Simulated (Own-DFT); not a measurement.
# Computed records: Hf36O71 (tetragonal hafnia with one neutral oxygen vacancy, atoms displaced)

Computed with Own-DFT development build. A calculation, not a measurement: plane-wave PBE and HSE06 DFT by an unreviewed code, no spin, of a simulated cell at Gamma alone, so results move with cell size and shape, stress positive in tension, energies less offsets, not probed for a lower state with spin; hafnium file: forces about 75 meV/angstrom off all-electron values; oxygen file: force components 24 meV/angstrom off all-electron in a glass; k mesh not checked against a denser one; forces and stress are PBE's, HSE06 gives the energy alone, and its difference from PBE has offsets of its own; offsets are fitted by least squares, one for each functional and potential file, so energies compare only between cells with the same atoms and settings and are not formation energies; the far tail of each file's local potential was reset to the Coulomb form; each entry is a single point on an unrelaxed cell, so the pressure reflects the starting lattice, taken from the Materials Project, from which strain is counted, and rises with the displacements; printed positions are rounded, which can move forces by about a meV/angstrom; the program is a retired in-house code; no spin-orbit coupling.

```cif
# cell vector a (Å): 10.7800 0.0000 0.0000
# cell vector b (Å): 0.0000 10.7800 0.0000
# cell vector c (Å): 0.0000 0.0000 10.4493
data_Hf36O71
_symmetry_space_group_name_H-M 'P 1'
_symmetry_Int_Tables_number 1
_cell_length_a 10.7800
_cell_length_b 10.7800
_cell_length_c 10.4493
_cell_angle_alpha 90.000
_cell_angle_beta 90.000
_cell_angle_gamma 90.000
_cell_volume 1214.30
loop_
_atom_site_label
_atom_site_type_symbol
_atom_site_fract_x
_atom_site_fract_y
_atom_site_fract_z
_atom_site_occupancy
Hf1 Hf 0.00007 0.99820 0.99944 1
Hf2 Hf 0.16781 0.16165 0.26074 1
O1 O 0.00371 0.17223 0.15001 1
O2 O 0.17135 0.99187 0.34439 1
O3 O 0.99750 0.16640 0.39936 1
O4 O 0.16605 0.00664 0.10520 1
Hf3 Hf 0.99701 0.99956 0.50296 1
Hf4 Hf 0.16194 0.16797 0.74903 1
O5 O 0.99076 0.17313 0.64832 1
O6 O 0.15737 0.99550 0.85385 1
O7 O 0.99528 0.16756 0.90530 1
O8 O 0.16994 0.00358 0.59747 1
Hf5 Hf 0.99906 0.33119 0.00132 1
Hf6 Hf 0.17712 0.50214 0.24590 1
O9 O 0.99752 0.50322 0.15051 1
O10 O 0.16973 0.34153 0.35198 1
O11 O 0.99411 0.50542 0.40925 1
O12 O 0.16340 0.33210 0.10283 1
Hf7 Hf 0.99483 0.32708 0.50509 1
Hf8 Hf 0.17359 0.49259 0.74695 1
O13 O 0.17031 0.33907 0.85372 1
O14 O 0.00277 0.48798 0.89753 1
O15 O 0.16576 0.33270 0.60598 1
Hf9 Hf 0.99750 0.66337 0.00373 1
Hf10 Hf 0.16635 0.83470 0.25746 1
O16 O 0.00208 0.83425 0.15544 1
O17 O 0.17032 0.66630 0.34511 1
O18 O 0.99689 0.83430 0.40714 1
O19 O 0.16424 0.67016 0.10801 1
Hf11 Hf 0.00137 0.67307 0.49882 1
Hf12 Hf 0.17230 0.82423 0.74008 1
O20 O 0.99819 0.83122 0.65025 1
O21 O 0.16540 0.66811 0.84546 1
O22 O 0.00191 0.83401 0.89673 1
O23 O 0.16495 0.66571 0.60196 1
Hf13 Hf 0.33236 0.99303 0.99255 1
Hf14 Hf 0.49873 0.17014 0.25590 1
O24 O 0.33386 0.16989 0.15035 1
O25 O 0.48671 0.00816 0.34521 1
O26 O 0.32923 0.16644 0.39378 1
O27 O 0.49316 0.99913 0.09857 1
Hf15 Hf 0.33328 0.99860 0.50442 1
Hf16 Hf 0.50764 0.17096 0.74247 1
O28 O 0.33067 0.16655 0.64734 1
O29 O 0.49471 0.99960 0.84483 1
O30 O 0.34130 0.16538 0.90653 1
O31 O 0.50191 0.00332 0.59430 1
Hf17 Hf 0.32857 0.33293 0.00264 1
Hf18 Hf 0.49050 0.50003 0.25160 1
O32 O 0.33153 0.49605 0.15816 1
O33 O 0.50206 0.33327 0.35152 1
O34 O 0.32930 0.50422 0.41202 1
O35 O 0.50087 0.33976 0.09532 1
Hf19 Hf 0.33336 0.32878 0.50173 1
Hf20 Hf 0.49245 0.49990 0.74692 1
O36 O 0.32766 0.50081 0.64891 1
O37 O 0.50414 0.32564 0.84958 1
O38 O 0.33452 0.50485 0.90056 1
O39 O 0.49366 0.33842 0.59386 1
Hf21 Hf 0.33690 0.66701 0.00065 1
Hf22 Hf 0.49703 0.82487 0.23689 1
O40 O 0.33953 0.82407 0.15041 1
O41 O 0.49889 0.67862 0.34871 1
O42 O 0.33222 0.83988 0.39681 1
O43 O 0.49994 0.67316 0.09618 1
Hf23 Hf 0.33461 0.66089 0.49455 1
Hf24 Hf 0.49918 0.83264 0.74442 1
O44 O 0.33831 0.82712 0.65166 1
O45 O 0.50137 0.67772 0.84794 1
O46 O 0.33349 0.82772 0.91349 1
O47 O 0.49686 0.66985 0.59463 1
Hf25 Hf 0.66301 0.00932 0.99831 1
Hf26 Hf 0.82746 0.16202 0.24961 1
O48 O 0.66278 0.16868 0.15390 1
O49 O 0.83953 0.00698 0.34566 1
O50 O 0.66712 0.16701 0.39492 1
O51 O 0.83013 0.99523 0.08878 1
Hf27 Hf 0.66263 0.00150 0.50347 1
Hf28 Hf 0.83494 0.16481 0.75426 1
O52 O 0.65989 0.17264 0.65365 1
O53 O 0.82748 0.99301 0.84363 1
O54 O 0.66613 0.16929 0.90307 1
O55 O 0.82607 0.99483 0.59564 1
Hf29 Hf 0.66759 0.33053 0.99860 1
Hf30 Hf 0.83235 0.50903 0.24936 1
O56 O 0.66519 0.50064 0.14800 1
O57 O 0.83392 0.34243 0.34453 1
O58 O 0.67296 0.50298 0.39843 1
O59 O 0.82676 0.31895 0.11267 1
Hf31 Hf 0.66342 0.33566 0.50397 1
Hf32 Hf 0.83809 0.49482 0.75583 1
O60 O 0.66824 0.49837 0.64106 1
O61 O 0.83886 0.33289 0.84956 1
O62 O 0.66657 0.50163 0.90906 1
O63 O 0.83425 0.33508 0.58696 1
Hf33 Hf 0.66968 0.67020 0.99496 1
Hf34 Hf 0.84448 0.82897 0.24813 1
O64 O 0.66471 0.83599 0.15523 1
O65 O 0.84246 0.66841 0.35158 1
O66 O 0.67059 0.83896 0.40073 1
O67 O 0.84006 0.66547 0.10223 1
Hf35 Hf 0.67201 0.66622 0.49687 1
Hf36 Hf 0.83895 0.82856 0.74305 1
O68 O 0.66036 0.82725 0.65304 1
O69 O 0.83814 0.65849 0.84629 1
O70 O 0.66806 0.83353 0.90217 1
O71 O 0.83663 0.66354 0.60425 1
_calc_first_functional 'PBE'
_calc_second_functional 'HSE06'
_calc_exact_exchange_share 0.25
_calc_screening 0.11  # 1/bohr
_calc_exchange_divergence 'Gygi-Baldereschi'
_calc_potential_files 'PseudoDojo norm-conserving, scalar-relativistic, made for PBE, standard set'
_calc_wave_cutoff 48  # hartree
_calc_occupations 'fixed'
_calc_k_mesh '1 x 1 x 1 centred on Gamma'
_calc_PBE_energy_of_cell_above_offsets '-95.928'  # eV
_calc_HSE06_less_PBE_above_offsets '0.111'  # eV
_calc_PBE_pressure 2.26  # GPa
_calc_PBE_stress_xx -2.78  # GPa
_calc_PBE_stress_yy -1.76  # GPa
_calc_PBE_stress_zz -2.23  # GPa
_calc_PBE_stress_yz 0.13  # GPa
_calc_PBE_stress_xz 0.78  # GPa
_calc_PBE_stress_xy -0.02  # GPa
```

Force:
```
element  x (eV/Å)  y (eV/Å)  z (eV/Å)
     Hf     0.881    -0.009     0.474
     Hf    -0.048     1.096    -2.245
      O     -0.58    -0.808     0.728
      O    -0.788     1.964      1.92
      O     0.946    -0.631     0.783
      O     0.208     -0.82    -0.759
     Hf     -0.54     0.559    -0.837
     Hf     0.902    -0.189     0.828
      O     1.128    -1.022     0.509
      O     0.867     0.767    -1.414
      O     0.045    -0.541    -1.403
      O    -1.462    -0.082     0.413
     Hf    -0.538    -0.297     2.212
     Hf    -4.401    -0.504     1.317
      O      0.69    -0.232    -0.092
      O      0.14    -0.795     0.088
      O     0.503    -0.443     0.924
      O     0.668     0.798     -0.55
     Hf     0.995     2.214    -2.201
     Hf    -2.946      1.26      0.79
      O     0.376    -2.129    -0.171
      O    -0.378     2.071     0.237
      O     0.034    -0.112    -0.127
     Hf     1.642    -0.352    -1.118
     Hf     1.643    -1.216    -1.951
      O     0.386     0.159    -0.676
      O    -0.078     0.184     1.076
      O     0.389     1.039    -0.958
      O     0.497    -0.613    -1.579
     Hf    -0.358    -2.584     0.566
     Hf     -1.35     0.116     1.863
      O     1.301     0.723    -0.634
      O     0.192    -0.709     0.071
      O    -0.818    -0.786     0.819
      O     0.381     0.199    -0.688
     Hf    -0.064     2.049     1.825
     Hf    -0.602    -1.286    -1.527
      O    -0.255     0.717     0.619
      O     0.774     -1.16     0.453
      O    -0.354      0.43     1.658
      O     0.794      0.01     -0.95
     Hf     1.067     0.157    -2.171
     Hf    -3.651    -1.127     2.385
      O      0.28     0.319     0.452
      O     0.384     0.172    -0.503
      O    -1.152     0.365    -0.669
      O    -0.691    -0.022     0.719
     Hf     0.375    -1.772     0.226
     Hf     3.569    -0.101    -0.118
      O     1.417     0.326     -1.54
      O    -0.571     1.351     0.249
      O     0.906    -2.007    -1.983
      O     -0.54     0.283      0.25
     Hf    -1.903    -0.539    -1.014
     Hf     1.437     0.492     0.608
      O     1.827    -0.007    -0.086
      O    -0.174     1.976    -1.113
      O     0.664     -0.84    -0.135
      O     0.709    -0.092     1.203
     Hf    -1.108     0.564      0.48
     Hf     1.197     3.005     1.405
      O    -2.829     0.274    -0.316
      O    -0.254    -2.999     0.299
      O    -0.366    -1.265     1.158
      O     0.424    -1.063     0.028
     Hf    -0.187     3.259     0.838
     Hf     1.233     0.418     1.122
      O    -1.139     0.858    -0.483
      O    -0.138    -2.383     -0.21
      O    -0.414     0.328     -2.16
      O     0.548    -1.079     0.049
     Hf     -0.73    -2.291     0.903
     Hf     1.002     2.799     -0.59
      O    -0.523    -0.856    -0.844
      O     0.367    -2.384     0.376
      O     0.056     0.011     1.522
      O      0.32     0.462     0.591
     Hf     0.146    -0.774    -2.549
     Hf    -0.571    -0.437     0.549
      O     3.054     0.194    -1.227
      O      0.36     1.553    -0.563
      O     0.444    -0.444    -1.147
      O     1.106     0.358     0.503
     Hf    -0.173     1.394     1.951
     Hf    -0.152    -2.207     0.375
      O    -0.372     0.596     0.989
      O     0.049    -1.419     0.519
      O    -0.889     0.224     0.212
      O     0.652     1.129    -2.807
     Hf     1.137     0.868        -2
     Hf     0.469     0.665    -1.554
      O    -0.801    -0.239     1.613
      O    -0.896    -0.883    -0.049
      O    -0.215    -0.374    -1.274
      O    -1.438    -0.056     1.927
     Hf    -0.289      0.18     0.808
     Hf    -2.883     1.428     0.492
      O     1.489    -0.576    -0.445
      O    -0.719     0.865     0.058
      O     0.251    -0.263     0.883
      O    -1.415     0.756    -0.212
     Hf    -0.439     0.608     0.406
     Hf    -1.541    -0.422     1.496
      O     1.367     0.198    -0.423
      O    -0.069      0.96     0.735
      O     0.156      0.37     0.184
      O    -0.057     0.124    -0.673
```
